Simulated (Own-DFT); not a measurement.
## Calculated data, SiSnGe₆ (diamond-structure random alloy, strained, atoms displaced), Si₂SnGe₅ (diamond-structure random alloy, strained, atoms displaced)

A calculation, not a measurement: plane-wave density functional theory by an unreviewed code, no spin, of a simulated periodic cell, stress positive in tension, run twice, with PBE and with PBEsol, both on files made for PBE, so the change isn't that of files made for PBEsol, forces on such cells moved up to 12 meV/angstrom on a denser k mesh; the far tail of each file's local potential was reset to the Coulomb form; each entry is a single point on an unrelaxed cell, so the pressure reflects the starting lattice, mostly measured values (interpolated for alloys), from which strain is counted, and rises with the displacements; printed positions are rounded, which can move forces by about a meV/angstrom; the program, named Own-DFT, is a retired in-house code; no spin-orbit coupling; stress was not checked against mesh or cutoff. Program: Own-DFT development build.

Common to all runs: functional PBE, then PBEsol; potential files PseudoDojo norm-conserving, scalar-relativistic, standard set; wave cutoff 49 hartree; occupations Fermi-Dirac; smearing width 0.1 eV; k mesh 3 x 3 x 3 centred on Gamma.

(1) 
```cif
# cell vector a (Å): 11.1517 0.0000 0.0000
# cell vector b (Å): 0.0000 11.1517 0.0000
# cell vector c (Å): 0.0000 0.0000 11.4670
data_SiSnGe6
_symmetry_space_group_name_H-M 'P 1'
_symmetry_Int_Tables_number 1
_cell_length_a 11.1517
_cell_length_b 11.1517
_cell_length_c 11.4670
_cell_angle_alpha 90.000
_cell_angle_beta 90.000
_cell_angle_gamma 90.000
_cell_volume 1426.04
loop_
_atom_site_label
_atom_site_type_symbol
_atom_site_fract_x
_atom_site_fract_y
_atom_site_fract_z
_atom_site_occupancy
Si1 Si 0.00169 0.99698 0.00636 1
Ge1 Ge 0.00551 0.24424 0.25257 1
Ge2 Ge 0.23901 0.00816 0.24012 1
Sn1 Sn 0.25032 0.25272 0.00078 1
Sn2 Sn 0.12424 0.13023 0.13019 1
Ge3 Ge 0.12570 0.37552 0.37098 1
Ge4 Ge 0.37680 0.11770 0.37038 1
Si2 Si 0.37083 0.36403 0.13082 1
Ge5 Ge 0.00221 0.00226 0.49864 1
Si3 Si 0.00350 0.25267 0.75136 1
Ge6 Ge 0.25294 0.00873 0.75211 1
Ge7 Ge 0.25805 0.24609 0.49785 1
Ge8 Ge 0.12350 0.12573 0.61954 1
Ge9 Ge 0.11575 0.38129 0.87295 1
Ge10 Ge 0.38494 0.13005 0.87301 1
Ge11 Ge 0.37656 0.37643 0.62675 1
Ge12 Ge 0.00723 0.50093 0.99996 1
Ge13 Ge 0.99684 0.75491 0.25429 1
Ge14 Ge 0.25052 0.51305 0.24971 1
Ge15 Ge 0.25175 0.75083 0.00402 1
Ge16 Ge 0.11915 0.62405 0.12853 1
Ge17 Ge 0.12512 0.87717 0.37286 1
Si4 Si 0.37602 0.62373 0.36691 1
Si5 Si 0.37593 0.87425 0.12014 1
Ge18 Ge 0.00354 0.49814 0.50451 1
Sn3 Sn 0.99974 0.75951 0.75074 1
Sn4 Sn 0.25303 0.49939 0.74644 1
Ge19 Ge 0.24667 0.75749 0.49119 1
Ge20 Ge 0.12233 0.62510 0.62910 1
Sn5 Sn 0.13479 0.86542 0.87228 1
Ge21 Ge 0.36934 0.61750 0.87845 1
Ge22 Ge 0.36958 0.87985 0.61940 1
Sn6 Sn 0.50498 0.99963 0.00337 1
Ge23 Ge 0.50344 0.26117 0.25291 1
Ge24 Ge 0.74790 0.99854 0.24361 1
Ge25 Ge 0.75215 0.24252 0.99976 1
Si6 Si 0.63085 0.12188 0.12368 1
Ge26 Ge 0.63036 0.36701 0.36786 1
Ge27 Ge 0.87193 0.12071 0.37349 1
Ge28 Ge 0.87613 0.37697 0.11943 1
Ge29 Ge 0.49812 0.00084 0.48849 1
Si7 Si 0.50104 0.25276 0.75422 1
Ge30 Ge 0.74954 0.99765 0.75404 1
Ge31 Ge 0.75146 0.25026 0.50031 1
Ge32 Ge 0.62948 0.13053 0.63205 1
Ge33 Ge 0.63450 0.37879 0.88231 1
Sn7 Sn 0.87452 0.11722 0.88213 1
Ge34 Ge 0.87031 0.37858 0.62392 1
Ge35 Ge 0.49566 0.49810 0.00186 1
Si8 Si 0.49991 0.74746 0.24857 1
Ge36 Ge 0.75266 0.50517 0.24730 1
Ge37 Ge 0.74769 0.75649 0.00133 1
Ge38 Ge 0.62506 0.61470 0.12485 1
Ge39 Ge 0.63314 0.87815 0.37301 1
Ge40 Ge 0.86969 0.61885 0.37268 1
Ge41 Ge 0.87141 0.87120 0.11629 1
Ge42 Ge 0.49546 0.49808 0.49802 1
Ge43 Ge 0.49930 0.75218 0.75498 1
Ge44 Ge 0.74429 0.49919 0.74556 1
Ge45 Ge 0.75033 0.74769 0.50106 1
Ge46 Ge 0.63024 0.61827 0.62799 1
Ge47 Ge 0.62983 0.87692 0.86748 1
Sn8 Sn 0.86955 0.62433 0.87639 1
Ge48 Ge 0.87444 0.87577 0.62914 1
_calc_PBE_pressure 10  # GPa
_calc_PBE_stress_xx -10.8  # GPa
_calc_PBE_stress_yy -10.32  # GPa
_calc_PBE_stress_zz -8.87  # GPa
_calc_PBE_stress_yz -0.19  # GPa
_calc_PBE_stress_xz -1.68  # GPa
_calc_PBE_stress_xy -0.09  # GPa
_calc_PBEsol_pressure 6.9  # GPa
_calc_PBEsol_stress_xx -7.71  # GPa
_calc_PBEsol_stress_yy -7.24  # GPa
_calc_PBEsol_stress_zz -5.76  # GPa
_calc_PBEsol_stress_yz -0.18  # GPa
_calc_PBEsol_stress_xz -1.62  # GPa
_calc_PBEsol_stress_xy -0.1  # GPa
_calc_rms_change_of_force_components_from_PBE_to_PBEsol 0.049  # eV/angstrom
```

Force:
```tsv
force element	PBE force x (eV/Å)	PBE force y (eV/Å)	PBE force z (eV/Å)	PBEsol force x (eV/Å)	PBEsol force y (eV/Å)	PBEsol force z (eV/Å)
Si	0.213	-1.426	0.209	0.199	-1.406	0.21
Ge	-2.989	2.54	1.777	-2.891	2.472	1.729
Ge	3.724	-3.784	2.694	3.595	-3.643	2.657
Sn	0.707	1.053	-2.687	0.644	0.98	-2.66
Sn	-2.399	-0.873	-2.263	-2.299	-0.817	-2.141
Ge	0.605	0.168	0.619	0.578	0.153	0.599
Ge	-0.374	1.021	-0.885	-0.364	0.992	-0.837
Si	1.305	2.907	1.039	1.286	2.852	1.027
Ge	-0.78	-0.524	0.05	-0.752	-0.502	0.046
Si	-0.521	0.043	-0.977	-0.508	0.05	-0.96
Ge	0.597	0.59	-1.031	0.588	0.56	-1.011
Ge	-0.457	0.378	-0.159	-0.45	0.362	-0.153
Ge	0.334	0.773	0.856	0.36	0.712	0.793
Ge	-0.096	-0.931	-0.299	-0.061	-0.859	-0.241
Ge	-0.455	0.033	-1.202	-0.489	-0.013	-1.133
Ge	1.525	-2.118	-1.193	1.454	-2.024	-1.195
Ge	-0.646	-0.304	0.843	-0.63	-0.3	0.817
Ge	-0.604	-0.545	-0.419	-0.584	-0.536	-0.417
Ge	0.168	-1.821	-0.338	0.081	-1.777	-0.35
Ge	1.263	-1.796	1.691	1.186	-1.784	1.586
Ge	0.379	1.031	-0.097	0.377	0.991	-0.096
Ge	-0.181	0.726	-0.435	-0.181	0.702	-0.414
Si	0.427	1.114	1.051	0.372	1.043	1.071
Si	-0.897	-0.983	2.079	-0.922	-0.935	1.998
Ge	-0.372	0.045	-0.7	-0.37	0.044	-0.672
Sn	-1.315	-2.212	-2.301	-1.283	-2.164	-2.252
Sn	-1.04	-0.202	0.254	-1.017	-0.186	0.255
Ge	0.637	-1.664	0.565	0.587	-1.565	0.575
Ge	0.214	0.833	-2.546	0.196	0.801	-2.473
Sn	1.403	3.858	2.429	1.401	3.725	2.341
Ge	1.662	2.011	1.235	1.619	1.953	1.205
Ge	0.653	-0.088	0.332	0.622	-0.079	0.316
Sn	-0.031	-0.235	-0.547	-0.029	-0.221	-0.639
Ge	-0.627	-2.382	-1.269	-0.582	-2.312	-1.159
Ge	0.676	0.135	-0.096	0.692	0.09	-0.043
Ge	-1.265	1.71	1.708	-1.192	1.706	1.62
Si	0.053	2.001	1.509	0.062	1.963	1.478
Ge	0.423	1.791	1.33	0.394	1.723	1.285
Ge	0.212	0.242	0.006	0.222	0.235	0.007
Ge	0.353	-0.543	0.733	0.348	-0.526	0.707
Ge	1.087	-0.254	1.636	1.04	-0.247	1.57
Si	0.868	0.784	-0.258	0.851	0.771	-0.249
Ge	-0.385	-0.16	-1.987	-0.377	-0.167	-1.919
Ge	0.09	-0.326	-0.069	0.086	-0.31	-0.068
Ge	-1.062	-0.384	-0.576	-0.987	-0.399	-0.588
Ge	-1.356	-0.709	-0.567	-1.296	-0.667	-0.533
Sn	1.863	0.38	-1.283	1.717	0.377	-1.254
Ge	0.937	-0.716	0.425	0.878	-0.662	0.379
Ge	-0.12	-0.99	0.472	-0.071	-0.926	0.427
Si	0.098	0.3	-0.139	0.176	0.302	-0.145
Ge	-0.134	-1.48	-0.2	-0.13	-1.43	-0.201
Ge	-1.69	-0.636	0.284	-1.618	-0.609	0.271
Ge	-0.727	1.788	-0.145	-0.677	1.701	-0.166
Ge	-1.115	-0.995	-0.143	-1.056	-0.931	-0.114
Ge	1.21	0.808	0.971	1.169	0.788	0.935
Ge	1.016	0.834	1.208	0.941	0.772	1.202
Ge	0.765	0.235	-0.631	0.767	0.192	-0.562
Ge	-0.43	-0.641	-0.824	-0.403	-0.618	-0.79
Ge	0.303	-1.271	0.312	0.293	-1.225	0.298
Ge	0.175	0.074	0.077	0.176	0.072	0.076
Ge	-1.863	1.294	-0.95	-1.795	1.244	-0.913
Ge	-0.271	-1.146	0.389	-0.254	-1.112	0.377
Sn	-0.403	-0.884	0.739	-0.388	-0.853	0.718
Ge	-1.342	1.524	-2.305	-1.301	1.475	-2.226
```

(2) 
```cif
# cell vector a (Å): 11.6670 0.0000 0.0000
# cell vector b (Å): 0.0000 11.6670 0.0000
# cell vector c (Å): 0.0000 0.0000 11.4103
data_Si2SnGe5
_symmetry_space_group_name_H-M 'P 1'
_symmetry_Int_Tables_number 1
_cell_length_a 11.6670
_cell_length_b 11.6670
_cell_length_c 11.4103
_cell_angle_alpha 90.000
_cell_angle_beta 90.000
_cell_angle_gamma 90.000
_cell_volume 1553.16
loop_
_atom_site_label
_atom_site_type_symbol
_atom_site_fract_x
_atom_site_fract_y
_atom_site_fract_z
_atom_site_occupancy
Si1 Si 0.99754 0.99779 0.00041 1
Ge1 Ge 0.99970 0.25191 0.25436 1
Ge2 Ge 0.25189 0.00203 0.25023 1
Ge3 Ge 0.24643 0.25430 0.00093 1
Ge4 Ge 0.12067 0.11914 0.12540 1
Ge5 Ge 0.13524 0.37733 0.37652 1
Ge6 Ge 0.36530 0.12642 0.37289 1
Si2 Si 0.37611 0.37999 0.11980 1
Ge7 Ge 0.99883 0.00069 0.50383 1
Sn1 Sn 0.99422 0.25906 0.74815 1
Ge8 Ge 0.25602 0.01338 0.74470 1
Si3 Si 0.24592 0.24466 0.49726 1
Sn2 Sn 0.12314 0.12419 0.62494 1
Ge9 Ge 0.11974 0.37413 0.87758 1
Si4 Si 0.37162 0.12335 0.87110 1
Si5 Si 0.37778 0.38110 0.62482 1
Ge10 Ge 0.99385 0.49391 0.99535 1
Sn3 Sn 0.99529 0.74389 0.24190 1
Ge11 Ge 0.24837 0.49814 0.24867 1
Ge12 Ge 0.25000 0.75367 0.00369 1
Ge13 Ge 0.12745 0.62862 0.12122 1
Sn4 Sn 0.12206 0.87076 0.37310 1
Si6 Si 0.37963 0.62807 0.38079 1
Ge14 Ge 0.37917 0.87109 0.12156 1
Ge15 Ge 0.00352 0.50025 0.50617 1
Ge16 Ge 0.99893 0.74802 0.74761 1
Ge17 Ge 0.24880 0.50536 0.74321 1
Si7 Si 0.24378 0.74892 0.50238 1
Ge18 Ge 0.11751 0.62073 0.62113 1
Ge19 Ge 0.12610 0.88031 0.87536 1
Ge20 Ge 0.37955 0.63565 0.87141 1
Si8 Si 0.36914 0.87565 0.62641 1
Sn5 Sn 0.50434 0.00292 0.00071 1
Si9 Si 0.50518 0.24905 0.25836 1
Ge21 Ge 0.75265 0.99660 0.24862 1
Si10 Si 0.74802 0.24766 0.99961 1
Ge22 Ge 0.62648 0.12983 0.12051 1
Ge23 Ge 0.61509 0.37863 0.36745 1
Si11 Si 0.87474 0.11835 0.37018 1
Si12 Si 0.88004 0.36900 0.12243 1
Ge24 Ge 0.49443 0.00170 0.50215 1
Ge25 Ge 0.50026 0.24940 0.75635 1
Ge26 Ge 0.74653 0.00606 0.75955 1
Ge27 Ge 0.74746 0.24832 0.49998 1
Ge28 Ge 0.62654 0.12612 0.62378 1
Ge29 Ge 0.62156 0.37330 0.87459 1
Ge30 Ge 0.87286 0.12667 0.87517 1
Ge31 Ge 0.87057 0.37700 0.62442 1
Ge32 Ge 0.49575 0.49728 0.99948 1
Si13 Si 0.50642 0.75114 0.24800 1
Ge33 Ge 0.75015 0.50248 0.24641 1
Si14 Si 0.74869 0.73935 0.00530 1
Ge34 Ge 0.63118 0.61892 0.12761 1
Si15 Si 0.62738 0.86626 0.37017 1
Sn6 Sn 0.87318 0.61828 0.37059 1
Sn7 Sn 0.87268 0.86193 0.12375 1
Ge35 Ge 0.50263 0.49391 0.50430 1
Ge36 Ge 0.49540 0.74807 0.74718 1
Ge37 Ge 0.75167 0.49436 0.75650 1
Ge38 Ge 0.75169 0.74834 0.49520 1
Si16 Si 0.63407 0.62577 0.62607 1
Ge39 Ge 0.62816 0.86664 0.87891 1
Ge40 Ge 0.87543 0.63140 0.87574 1
Sn8 Sn 0.87059 0.86944 0.62912 1
_calc_PBE_pressure 1.61  # GPa
_calc_PBE_stress_xx -1.17  # GPa
_calc_PBE_stress_yy -1.11  # GPa
_calc_PBE_stress_zz -2.54  # GPa
_calc_PBE_stress_yz 0.12  # GPa
_calc_PBE_stress_xz -0.69  # GPa
_calc_PBE_stress_xy -0.4  # GPa
_calc_PBEsol_pressure -0.82  # GPa
_calc_PBEsol_stress_xx 1.25  # GPa
_calc_PBEsol_stress_yy 1.31  # GPa
_calc_PBEsol_stress_zz -0.11  # GPa
_calc_PBEsol_stress_yz 0.12  # GPa
_calc_PBEsol_stress_xz -0.67  # GPa
_calc_PBEsol_stress_xy -0.38  # GPa
_calc_rms_change_of_force_components_from_PBE_to_PBEsol 0.046  # eV/angstrom
```

Force:
```tsv
force element	PBE force x (eV/Å)	PBE force y (eV/Å)	PBE force z (eV/Å)	PBEsol force x (eV/Å)	PBEsol force y (eV/Å)	PBEsol force z (eV/Å)
Si	0.233	0.531	-0.678	0.232	0.519	-0.664
Ge	-0.062	-0.308	-0.065	-0.004	-0.303	-0.064
Ge	0.311	-0.3	-0.991	0.294	-0.282	-0.952
Ge	0.49	-0.594	0.002	0.416	-0.573	-0.011
Ge	0.053	0.458	-0.168	0.087	0.474	-0.13
Ge	-0.832	-0.541	0.407	-0.835	-0.492	0.356
Ge	1.114	0.484	0.253	1.074	0.403	0.237
Si	-0.067	-1.023	1.051	-0.092	-0.976	1.001
Ge	-1.27	-0.002	-1.373	-1.202	-0.031	-1.305
Sn	-0.394	-0.336	0.9	-0.387	-0.326	0.879
Ge	0.794	-2.276	1.128	0.707	-2.208	1.079
Si	1.462	1.686	-0.15	1.407	1.625	-0.174
Sn	0.28	0.311	-0.862	0.237	0.256	-0.805
Ge	1.506	1.189	0.232	1.439	1.148	0.233
Si	-0.082	1.318	0.333	-0.082	1.294	0.32
Si	-0.635	-1.228	0.073	-0.592	-1.176	0.089
Ge	0.322	0.777	0.636	0.347	0.782	0.575
Sn	2.65	-1.476	0.805	2.581	-1.436	0.784
Ge	1.143	0.894	-0.23	1.045	0.865	-0.213
Ge	0.117	-0.059	-0.745	0.118	-0.052	-0.716
Ge	0.541	-1.93	-0.924	0.522	-1.86	-0.888
Sn	0.931	1.156	0.865	0.865	1.166	0.807
Si	-0.204	0.001	-0.256	-0.195	-0.06	-0.249
Ge	-0.432	-0.21	1.443	-0.452	-0.177	1.362
Ge	-0.258	-1.378	-0.599	-0.249	-1.32	-0.567
Ge	1.373	-0.584	1.164	1.311	-0.576	1.122
Ge	0.257	-0.402	0.666	0.213	-0.357	0.658
Si	1.489	-0.709	0.648	1.389	-0.701	0.638
Ge	1.101	1.041	0.563	1.029	0.97	0.569
Ge	0.023	0.202	-0.203	0.045	0.163	-0.211
Ge	-0.998	-1.18	0.657	-0.956	-1.132	0.629
Si	0.005	-0.223	-0.288	0.032	-0.178	-0.248
Sn	-0.739	-0.307	-0.853	-0.682	-0.34	-0.792
Si	-1.235	-0.157	-1.449	-1.184	-0.176	-1.393
Ge	-1.081	0.639	0.681	-1.043	0.604	0.612
Si	0.576	0.667	0.101	0.528	0.618	0.062
Ge	0.872	0.983	1.834	0.837	0.887	1.771
Ge	1.149	-0.216	0.55	1.141	-0.167	0.58
Si	0.051	0.58	0.691	0.057	0.564	0.673
Si	-1.005	0.037	0.032	-0.942	0.066	0.058
Ge	0.261	-0.787	-0.477	0.252	-0.709	-0.459
Ge	-0.735	-0.057	-0.93	-0.65	-0.042	-0.896
Ge	-0.512	-0.432	-0.142	-0.487	-0.419	-0.138
Ge	0.272	0.143	-1.058	0.24	0.157	-0.982
Ge	-0.54	-0.118	0.488	-0.521	-0.104	0.48
Ge	0.431	-0.171	0.729	0.389	-0.148	0.672
Ge	-0.248	-0.502	1.348	-0.254	-0.489	1.245
Ge	-0.949	0.872	-1.214	-0.91	0.842	-1.159
Ge	0.338	0.646	-0.155	0.367	0.655	-0.187
Si	-0.434	-0.546	0.384	-0.436	-0.547	0.301
Ge	-0.53	-2.597	-0.96	-0.549	-2.471	-0.91
Si	-0.981	-0.344	-1.454	-0.96	-0.344	-1.421
Ge	-1.299	0.557	-0.54	-1.243	0.481	-0.509
Si	-0.47	0.922	0.31	-0.404	0.939	0.336
Sn	-0.189	-0.969	2.012	-0.19	-0.931	1.95
Sn	-1.855	3.266	-2.576	-1.797	3.181	-2.432
Ge	-0.061	1.348	0.039	-0.025	1.28	-0.004
Ge	1.157	0.757	-0.937	1.11	0.724	-0.834
Ge	-0.276	1.07	-0.443	-0.24	1.01	-0.415
Ge	-1.884	-0.163	0.092	-1.762	-0.161	0.096
Si	-0.727	-0.445	0.025	-0.706	-0.438	0.023
Ge	0.439	-0.564	-0.575	0.397	-0.504	-0.58
Ge	-0.297	-0.79	0.218	-0.249	-0.805	0.181
Sn	-0.463	1.389	-0.066	-0.431	1.341	-0.072
```

(3) 
```cif
# cell vector a (Å): 11.6670 0.0000 0.0000
# cell vector b (Å): 0.0000 11.6670 0.0000
# cell vector c (Å): 0.0000 0.0000 11.4103
data_Si2SnGe5
_symmetry_space_group_name_H-M 'P 1'
_symmetry_Int_Tables_number 1
_cell_length_a 11.6670
_cell_length_b 11.6670
_cell_length_c 11.4103
_cell_angle_alpha 90.000
_cell_angle_beta 90.000
_cell_angle_gamma 90.000
_cell_volume 1553.16
loop_
_atom_site_label
_atom_site_type_symbol
_atom_site_fract_x
_atom_site_fract_y
_atom_site_fract_z
_atom_site_occupancy
Ge1 Ge 0.00463 0.00056 0.00231 1
Ge2 Ge 0.99935 0.24156 0.24800 1
Ge3 Ge 0.25712 0.00199 0.24986 1
Ge4 Ge 0.24174 0.25054 0.99741 1
Si1 Si 0.12148 0.11740 0.12651 1
Ge5 Ge 0.12661 0.36850 0.38162 1
Si2 Si 0.37469 0.12049 0.37606 1
Sn1 Sn 0.37737 0.37062 0.12867 1
Si3 Si 0.00115 0.99517 0.50664 1
Ge6 Ge 0.00032 0.25356 0.74544 1
Ge7 Ge 0.24743 0.00023 0.75570 1
Ge8 Ge 0.25473 0.24750 0.50425 1
Si4 Si 0.11969 0.11881 0.62655 1
Sn2 Sn 0.12115 0.37495 0.87972 1
Si5 Si 0.37500 0.13004 0.87313 1
Si6 Si 0.37933 0.36495 0.62651 1
Ge9 Ge 0.00057 0.49644 0.99193 1
Si7 Si 0.00315 0.74591 0.25646 1
Ge10 Ge 0.25447 0.50420 0.24820 1
Ge11 Ge 0.25420 0.75155 0.00456 1
Ge12 Ge 0.12547 0.63056 0.12333 1
Ge13 Ge 0.12398 0.87932 0.38151 1
Ge14 Ge 0.37724 0.62950 0.37874 1
Ge15 Ge 0.36968 0.87734 0.12564 1
Ge16 Ge 0.99434 0.49808 0.50041 1
Ge17 Ge 0.99390 0.75260 0.75515 1
Ge18 Ge 0.25670 0.50097 0.75730 1
Si8 Si 0.24946 0.75506 0.49930 1
Ge19 Ge 0.12211 0.61978 0.61802 1
Si9 Si 0.13350 0.87192 0.87343 1
Si10 Si 0.37392 0.62898 0.88010 1
Ge20 Ge 0.38150 0.88360 0.62135 1
Ge21 Ge 0.49271 0.99746 0.99690 1
Si11 Si 0.49577 0.25953 0.25176 1
Ge22 Ge 0.75302 0.99936 0.24508 1
Sn3 Sn 0.75257 0.24802 0.99859 1
Ge23 Ge 0.62527 0.13061 0.12700 1
Si12 Si 0.62856 0.37834 0.37576 1
Si13 Si 0.87929 0.12790 0.37194 1
Ge24 Ge 0.87694 0.36061 0.13363 1
Ge25 Ge 0.50705 0.00015 0.49438 1
Sn4 Sn 0.49664 0.24862 0.75117 1
Sn5 Sn 0.74710 0.00076 0.75039 1
Ge26 Ge 0.75720 0.24368 0.50643 1
Sn6 Sn 0.62732 0.12543 0.62742 1
Ge27 Ge 0.62416 0.37874 0.87609 1
Sn7 Sn 0.87584 0.12277 0.87708 1
Ge28 Ge 0.87857 0.38275 0.62696 1
Ge29 Ge 0.49778 0.49950 0.00331 1
Si14 Si 0.50396 0.74870 0.24773 1
Ge30 Ge 0.75197 0.50171 0.26048 1
Ge31 Ge 0.75104 0.76407 0.00332 1
Ge32 Ge 0.61849 0.62278 0.12349 1
Ge33 Ge 0.62443 0.87984 0.38209 1
Ge34 Ge 0.87317 0.62387 0.37208 1
Ge35 Ge 0.88029 0.87950 0.12164 1
Ge36 Ge 0.49592 0.50122 0.48996 1
Ge37 Ge 0.50069 0.75455 0.74711 1
Si15 Si 0.75124 0.50779 0.74470 1
Ge38 Ge 0.75261 0.75102 0.50896 1
Si16 Si 0.62322 0.62264 0.62172 1
Ge39 Ge 0.62864 0.87060 0.87731 1
Sn8 Sn 0.87355 0.62675 0.87453 1
Ge40 Ge 0.87095 0.87601 0.62434 1
_calc_PBE_pressure 1.78  # GPa
_calc_PBE_stress_xx -1.41  # GPa
_calc_PBE_stress_yy -1.3  # GPa
_calc_PBE_stress_zz -2.64  # GPa
_calc_PBE_stress_yz 0.07  # GPa
_calc_PBE_stress_xz -0.25  # GPa
_calc_PBE_stress_xy 0.49  # GPa
_calc_PBEsol_pressure -0.64  # GPa
_calc_PBEsol_stress_xx 1.01  # GPa
_calc_PBEsol_stress_yy 1.12  # GPa
_calc_PBEsol_stress_zz -0.22  # GPa
_calc_PBEsol_stress_yz 0.08  # GPa
_calc_PBEsol_stress_xz -0.24  # GPa
_calc_PBEsol_stress_xy 0.47  # GPa
_calc_rms_change_of_force_components_from_PBE_to_PBEsol 0.049  # eV/angstrom
```

Force:
```tsv
force element	PBE force x (eV/Å)	PBE force y (eV/Å)	PBE force z (eV/Å)	PBEsol force x (eV/Å)	PBEsol force y (eV/Å)	PBEsol force z (eV/Å)
Ge	1.371	-1.089	-0.054	1.254	-1.057	-0.053
Ge	1.083	-0.151	0.684	1.03	-0.084	0.647
Ge	-1.142	0.299	0.292	-1.106	0.229	0.266
Ge	1.025	-2.491	1.09	0.99	-2.356	1.049
Si	0.793	0.512	0.069	0.769	0.503	0.066
Ge	-0.082	0.48	-0.741	-0.08	0.463	-0.713
Si	0.676	0.945	-0.158	0.635	0.891	-0.127
Sn	-1.266	0.322	-0.972	-1.278	0.382	-0.997
Si	-0.484	0.919	-0.547	-0.488	0.831	-0.545
Ge	0.048	-0.691	-1.155	0.017	-0.633	-1.086
Ge	0.357	0.493	-0.445	0.379	0.468	-0.458
Ge	-0.338	-0.828	0.178	-0.362	-0.778	0.144
Si	0.38	0.305	-0.094	0.411	0.339	-0.049
Sn	0.897	-0.185	-1.822	0.867	-0.178	-1.763
Si	-1.655	-1.481	1.423	-1.623	-1.458	1.397
Si	-1.341	2.425	-1.226	-1.321	2.376	-1.206
Ge	-1.147	0.937	3.337	-1.099	0.91	3.219
Si	-0.174	0.659	-0.494	-0.164	0.643	-0.484
Ge	-1.223	0.584	1.146	-1.173	0.569	1.105
Ge	-0.471	-0.048	-0.776	-0.459	-0.041	-0.686
Ge	-0.374	-0.573	0.274	-0.315	-0.58	0.237
Ge	0.198	-0.431	-0.413	0.221	-0.403	-0.425
Ge	-0.564	0.833	-0.759	-0.534	0.733	-0.738
Ge	1.157	-0.54	0.347	1.088	-0.498	0.305
Ge	0.613	0.091	-0.755	0.592	0.084	-0.71
Ge	2.092	1.095	-1.526	1.982	1.033	-1.499
Ge	0.477	0.354	-1.301	0.403	0.327	-1.257
Si	0.187	-0.291	0.383	0.182	-0.284	0.368
Ge	0.629	0.895	0.773	0.57	0.837	0.766
Si	-0.761	-0.093	0.467	-0.743	-0.092	0.456
Si	0.587	-0.008	-0.338	0.57	-0.009	-0.324
Ge	-0.937	-0.527	0.083	-0.868	-0.491	0.106
Ge	0.48	0.646	0.056	0.487	0.596	0.079
Si	2.108	-2.276	2.137	2.062	-2.231	2.038
Ge	-0.081	0.526	0.821	-0.099	0.498	0.762
Sn	-1.757	1.793	1.107	-1.707	1.732	1.091
Ge	-1.642	-1.012	0.897	-1.548	-1.008	0.84
Si	-0.334	-0.755	0.224	-0.295	-0.699	0.244
Si	-0.168	-1.125	0.723	-0.19	-1.07	0.678
Ge	0.417	2.416	0.223	0.411	2.32	0.213
Ge	-1.589	0.413	-0.3	-1.505	0.359	-0.257
Sn	-0.145	1.155	1.254	-0.049	1.115	1.223
Sn	0.576	-2.723	0.635	0.564	-2.655	0.619
Ge	0.825	1.78	-1.755	0.791	1.731	-1.647
Sn	-0.936	0.352	-2.482	-0.901	0.337	-2.414
Ge	0.459	1.627	-0.45	0.418	1.542	-0.404
Sn	2.909	-0.148	-0.787	2.822	-0.14	-0.76
Ge	-0.949	-0.524	0.243	-0.876	-0.541	0.208
Ge	0.393	0.965	-1.424	0.414	0.908	-1.349
Si	-0.408	0.51	0.503	-0.402	0.492	0.493
Ge	-0.579	-0.727	-1.314	-0.525	-0.671	-1.279
Ge	-0.521	-1.13	0.833	-0.503	-1.079	0.784
Ge	1.035	0.607	0.457	1.014	0.555	0.418
Ge	0.858	-1.342	-1.461	0.846	-1.264	-1.38
Ge	0.513	0.827	0.739	0.462	0.754	0.745
Ge	0.391	-0.622	1.058	0.334	-0.569	0.988
Ge	0.721	-0.814	1.247	0.665	-0.747	1.173
Ge	0.022	-0.909	0.278	0.03	-0.815	0.274
Si	-1.436	-1.075	-0.612	-1.363	-1.089	-0.567
Ge	-0.677	-0.613	-0.824	-0.625	-0.552	-0.812
Si	-0.034	-0.005	0.229	-0.069	0.037	0.184
Ge	-1.573	-0.033	0.296	-1.517	-0.031	0.286
Sn	-0.983	-0.048	0.755	-0.899	-0.003	0.757
Ge	1.493	-0.46	-0.278	1.405	-0.49	-0.239
```
